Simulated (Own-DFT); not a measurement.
# Which defects push the lattice out? C40 NbSi2

Source: density functional calculations with Own-DFT, an unreviewed in-house program that is no longer used. Nothing was measured or relaxed, and spin and spin-orbit coupling are left out.

Settings: PBE; PseudoDojo norm-conserving scalar-relativistic files; cutoff 42 hartree; 4 x 4 x 5 k mesh centred on Gamma; cold (Marzari-Vanderbilt) smearing of 0.2 eV.

Caveats: forces on such cells failed a check on a denser k mesh; stress not checked against mesh or cutoff.

All runs share one cell, with vectors in Å (0.000, 8.324, 0.000); (-9.613, 0.000, 0.000); (0.000, 0.000, 6.586) and a volume of 527.0 Å³. u is the rms random offset of the atoms per axis. The defect's site can differ from row to row.

```
cell,formula,u (Å),P (GPa)
no defect,Nb12Si24,0.0178,1.41
no defect,Nb12Si24,0.0560,3.09
no defect,Nb12Si24,0.0561,3.08
two Nb vacancies,Nb10Si24,0.0306,-0.23
two Nb vacancies,Nb10Si24,0.0465,0.54
two Nb vacancies,Nb10Si24,0.0478,0.59
two Si on a Nb site each,Nb10Si26,0.0323,1.52
two Si on a Nb site each,Nb10Si26,0.0467,2.10
two Si on a Nb site each,Nb10Si26,0.0501,2.38
two Nb on a Si site each,Nb14Si22,0.0284,7.45
two Nb on a Si site each,Nb14Si22,0.0343,7.59
two Nb on a Si site each,Nb14Si22,0.0495,8.34
one Si vacancy,Nb12Si23,0.0294,1.03
one Si vacancy,Nb12Si23,0.0301,0.97
one Si vacancy,Nb12Si23,0.0558,1.91
one Si vacancy,Nb12Si23,0.0560,?
```

## Worked fit

P = P0 + c u² + a shift for each defect gives P0 = 1.34 GPa, c = 540 ± 28 GPa/Å² and a scatter of 0.10 GPa. The shifts, and each times the cell's volume:

- two Nb on a Si site each: 5.66 ± 0.08 GPa, 18.6 eV (9.3 eV for each of its 2 sites)
- two Si on a Nb site each: -0.37 ± 0.08 GPa, -1.2 eV (-0.6 eV for each of its 2 sites)
- one Si vacancy: -0.91 ± 0.08 GPa, -3.0 eV
- two Nb vacancies: -2.01 ± 0.08 GPa, -6.6 eV (-3.3 eV for each of its 2 sites)

Against the defect-free cell, a freed cell would be larger where the shift is positive and smaller where it is negative (160.2 GPa Å³ is 1 eV). The atoms around the defects weren't relaxed, which would change these numbers.

## Withheld run

Question: what pressure belongs in the blank (one Si vacancy, u = 0.0560 Å)?

Estimate: 2.12 ± 0.12 GPa. DFT gave 1.93 GPa.
